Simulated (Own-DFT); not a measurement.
# What a defect does to the pressure of its cell: 4H SiC

Everything here is calculated. The program is Own-DFT (plane waves, in-house, since retired, never reviewed by a person); positions were held fixed, and spin and spin-orbit coupling were off.

Common settings: PBE; PseudoDojo norm-conserving scalar-relativistic files; cutoff 42 hartree; 4 x 4 x 3 k mesh centred on Gamma; Fermi-Dirac smearing of 0.1 eV.

Caveats (not all hold for every row): a neutral cation vacancy leaves holes that likely carry spin, which these runs leave out; not probed for a lower state with spin; forces on such cells failed a check on a denser k mesh; forces on such cells passed a denser k mesh, each cell not checked; stress not checked against mesh or cutoff.

All runs share one cell, with vectors in Å (9.248, 0.000, 0.000); (-4.624, 8.009, 0.000); (0.000, 0.000, 10.068) and a volume of 745.7 Å³. The atoms are randomly displaced, by u rms on each axis. The defect's site can differ from row to row.

```
                    cell     formula   u (Å)  P (GPa)
               no defect     C36Si36  0.0298     3.70
               no defect     C36Si36  0.0548     5.77
               no defect     C36Si36  0.0603     6.26
two Al on a Si site each  Al2C36Si34  0.0294     5.80
two Al on a Si site each  Al2C36Si34  0.0307        ?
two Al on a Si site each  Al2C36Si34  0.0502     7.45
two Al on a Si site each  Al2C36Si34  0.0533     7.96
      one C on a Si site     C37Si35  0.0482     3.40
      one C on a Si site     C37Si35  0.0509     3.27
      one C on a Si site     C37Si35  0.0567     3.75
          one Si vacancy     C36Si35  0.0288     3.09
          one Si vacancy     C36Si35  0.0288     2.95
          one Si vacancy     C36Si35  0.0310     3.05
  two N on a C site each   C34N2Si36  0.0266     2.39
  two N on a C site each   C34N2Si36  0.0504     3.82
  two N on a C site each   C34N2Si36  0.0542     4.53
```

## What the rows give

P = P0 + c u² + a shift for each defect gives P0 = 2.89 GPa, c = 937 ± 57 GPa/Å² and a scatter of 0.18 GPa. The shifts, and each times the cell's volume:

- two Al on a Si site each: 2.23 ± 0.15 GPa, 10.4 eV (5.2 eV for each of its 2 sites)
- one Si vacancy: -0.68 ± 0.17 GPa, -3.2 eV
- two N on a C site each: -1.24 ± 0.15 GPa, -5.8 eV (-2.9 eV for each of its 2 sites)
- one C on a Si site: -1.96 ± 0.14 GPa, -9.1 eV

A positive shift means that the defect pushes the cell outwards. Shift times volume (160.2 GPa Å³ is 1 eV) depends little on the cell's size, so, taken for each site, it can be compared between cells at like pressure. The atoms around the defects weren't relaxed, which would change these numbers.

## Check

Q: what pressure belongs in the blank (two Al on a Si site each, u = 0.0307 Å)?

The fit gives 6.01 ± 0.21 GPa. The calculation gave 5.83 GPa.
